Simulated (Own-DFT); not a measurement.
# Energy and forces against displacement in 4H SiC, 32 atoms (C16Si16)

These are calculations, not measurements. They come from Own-DFT, an in-house plane-wave density functional program, since retired, whose code no person has reviewed. Each row is one single-point run on a periodic cell that was not relaxed, without spin or spin-orbit coupling.

Settings of every run: PBE; PseudoDojo norm-conserving scalar-relativistic files; cutoff 42 hartree; 5 x 5 x 3 k mesh centred on Gamma; Fermi-Dirac smearing of 0.1 eV.

Known limits, some of them of some rows only: some atoms lie very close together; forces on such cells passed a denser k mesh, each cell not checked; stress not checked against mesh or cutoff.

Cell vectors in Å: (6.165, 0.000, 0.000); (-3.083, 5.339, 0.000); (0.000, 0.000, 10.068). In each run every atom was moved at random and independently from its ideal site; u is the rms move along one axis. E is the free energy for each atom above the fitted value at u = 0, and F the rms of the force components.

| run | u (Å) | E (meV/atom) | F (eV/Å) | largest force (eV/Å) | P (GPa) |
|---|---|---|---|---|---|
| 1 | 0.0285 | 36.1 | 0.789 | 2.92 | 3.61 |
| 2 | 0.0287 | 34.8 | 0.783 | 2.54 | 3.52 |
| 3 | 0.0563 | 144.4 | 2.019 | 9.52 | 6.41 |
| 4 | 0.0634 | 174.3 | 2.079 | 6.89 | 6.81 |
| 5 | 0.0684 | 193.6 | 2.073 | 5.88 | 7.77 |
| 6 | 0.0974 | ? | ? | ? | ? |
| 7 | 0.1028 | 461.3 | 3.744 | 14.09 | 13.83 |
| 8 | 0.1091 | 521.0 | 4.309 | 21.55 | 15.39 |

## Worked fit

For small independent moves the energy grows as E = (3/2) K u², with K the mean stiffness felt by one atom. The runs with u up to 0.11 Å give K = 29.0 ± 0.5 eV/Å², with residuals divided by u² + 0.0006 Å², since the noise grows with the moves. The scatter is 3.8 meV/atom at u = 0.05 Å. The forces follow F = G u with G = 33.1 eV/Å²; no force at u = 0 is resolved. G exceeds K because the moves of its neighbours add to the force on an atom, and stiffness differs between atoms. The pressure follows P = 2.76 + 1057 u² GPa: at fixed volume, shortened bonds push harder than stretched ones pull.

## Withheld run

Question: what energy and rms force should run 6 give?

The fit gives 413 ± 14 meV/atom and about 3.22 eV/Å. The calculation gave 353.5 meV/atom and 3.078 eV/Å. This run lies off the fit, by chance or by something that the fit leaves out.
